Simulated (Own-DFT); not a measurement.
# Response to strain: wurtzite AlN, 72 atoms (Al36N36)

All numbers below are calculated, not measured. They come from Own-DFT, an in-house plane-wave density functional program, since retired, whose code no person has reviewed. Each row is one single-point run on a periodic cell that was not relaxed, without spin or spin-orbit coupling.

Settings of every run: PBE; PseudoDojo norm-conserving scalar-relativistic files; cutoff 42 hartree; 4 x 4 x 3 k mesh centred on Gamma; Gaussian smearing of 0.01 eV.

Known limits: k mesh not checked against a denser one; stress not checked against mesh or cutoff.

Unstrained cell vectors in Å: (9.336, 0.000, 0.000); (-4.668, 8.085, 0.000); (0.000, 0.000, 9.964). The unstrained cell has measured lattice constants (interpolated for alloys), not those of this functional. That, the random moves and any unrelaxed bonds set the pressure at no strain. Each run strains this cell uniformly, with the atoms carried along. Every atom was also moved at random, by a Gaussian of width 0.05 Å on each axis. Strain is the symmetric tensor, in per cent. Stress is positive in tension, and the pressure is minus a third of its trace.

```
run,e_xx (%),e_yy (%),e_zz (%),e_yz (%),e_xz (%),e_xy (%),s_xx (GPa),s_yy (GPa),s_zz (GPa),s_yz (GPa),s_xz (GPa),s_xy (GPa),P (GPa),E (meV/atom)
1,-0.70,-1.42,0.50,0.85,1.47,0.45,-10.74,-12.40,-4.61,1.95,2.99,2.31,9.25,11.7
2,-0.21,-0.60,1.61,-1.24,-1.61,1.66,-4.68,-7.63,0.56,-2.72,-4.19,5.23,3.92,0.7
3,0.99,-1.52,1.85,-0.87,-1.71,-0.27,-0.16,-10.37,0.62,-2.64,-3.80,-0.69,3.31,15.0
4,-0.51,-0.30,-0.39,-0.50,-1.22,-0.69,-9.38,-8.28,-7.10,-1.87,-3.54,-3.74,8.26,13.5
5,1.78,0.14,-0.57,-1.27,-0.81,0.89,2.97,-4.64,-7.61,-3.38,-2.29,2.35,3.10,11.9
6,0.35,0.02,0.18,1.78,-0.99,1.86,-4.77,-3.75,-4.62,4.10,-1.94,6.81,4.38,1.9
7,-1.26,-1.82,0.66,-1.06,1.36,1.35,-15.22,-14.62,-5.25,-1.98,4.06,5.59,11.70,32.3
8,1.66,0.21,0.08,0.61,-1.50,-0.69,1.58,-1.26,-5.51,0.73,-3.51,-3.12,1.73,6.7
9,-1.21,-1.86,-1.99,-0.52,0.40,-1.84,-18.08,-21.37,-17.00,-0.53,1.01,-10.53,18.82,76.3
10,0.95,1.31,1.82,-0.67,-1.06,-1.14,1.01,2.86,2.98,-2.40,-2.90,-3.93,-2.28,0.0
11,-1.64,-0.26,0.35,1.06,-0.58,-1.73,-14.19,-8.53,-5.20,2.85,-1.96,-4.98,9.31,16.6
12,-1.60,1.00,-1.41,-0.80,-0.58,-1.90,-14.52,-3.85,-14.31,-2.26,-2.59,-7.74,10.89,40.6
13,0.64,1.36,0.56,1.39,-0.05,-0.37,-1.30,1.84,-2.94,4.06,-0.25,-0.83,0.80,8.7
14,-1.17,-0.45,-1.92,1.25,0.76,1.24,-14.16,-7.56,-18.80,2.42,2.38,4.15,13.51,24.6
15,1.64,0.84,0.45,-1.29,0.93,-0.14,1.72,-0.82,-0.60,-3.47,1.94,-0.64,-0.10,9.7
16,1.19,-1.37,1.97,-1.00,-0.61,-1.48,-2.50,-9.06,3.21,-1.27,-2.29,-6.31,2.78,19.1
17,0.26,-0.84,1.60,0.78,-1.30,0.50,-3.03,-8.08,0.39,1.73,-2.60,1.14,3.57,0.5
18,-1.91,1.99,-0.43,-0.05,0.49,1.83,?,?,?,?,?,?,?,?
```

E is the free energy for each atom above the lowest run shown.

## Worked fit

Each stress component was fitted by least squares to a constant and the strains of the runs shown, as fractions, with shears doubled. Shear strains stay in the fit of a normal stress only where such slopes are resolved. The slopes, in GPa:

```
stress  at no strain  per e_xx  per e_yy  per e_zz  scatter
  s_xx          -6.5  474 ± 31  127 ± 31  119 ± 28     1.23
  s_yy          -5.7   90 ± 40  500 ± 40  101 ± 36     1.54
  s_zz          -6.4   74 ± 31   56 ± 31  471 ± 28     1.20
```

Each shear stress against twice its own strain: yz 122 ± 8, xz 120 ± 6, xy 191 ± 9 GPa. These are stiffnesses along x, y and z of the frame in which the cell vectors are given, which need not be the crystal's axes. The atoms are held to the strained lattice; where symmetry lets them move under strain, relaxing them would lower some slopes. The table should be nearly symmetric about its diagonal, and what it lacks of that shows the noise. A ninth of its sum, 223 ± 6 GPa, estimates the bulk modulus near the mean pressure of these runs, 6.1 GPa, so it lies above the value at zero pressure.

## Withheld run

Question: what normal stresses and pressure should run 18 give?

The fit gives s_xx = -13.5, s_yy = 2.2, s_zz = -8.7 and P = 6.7 GPa. The calculation gave -12.46, -0.81, -6.97 and P = 6.74 GPa.
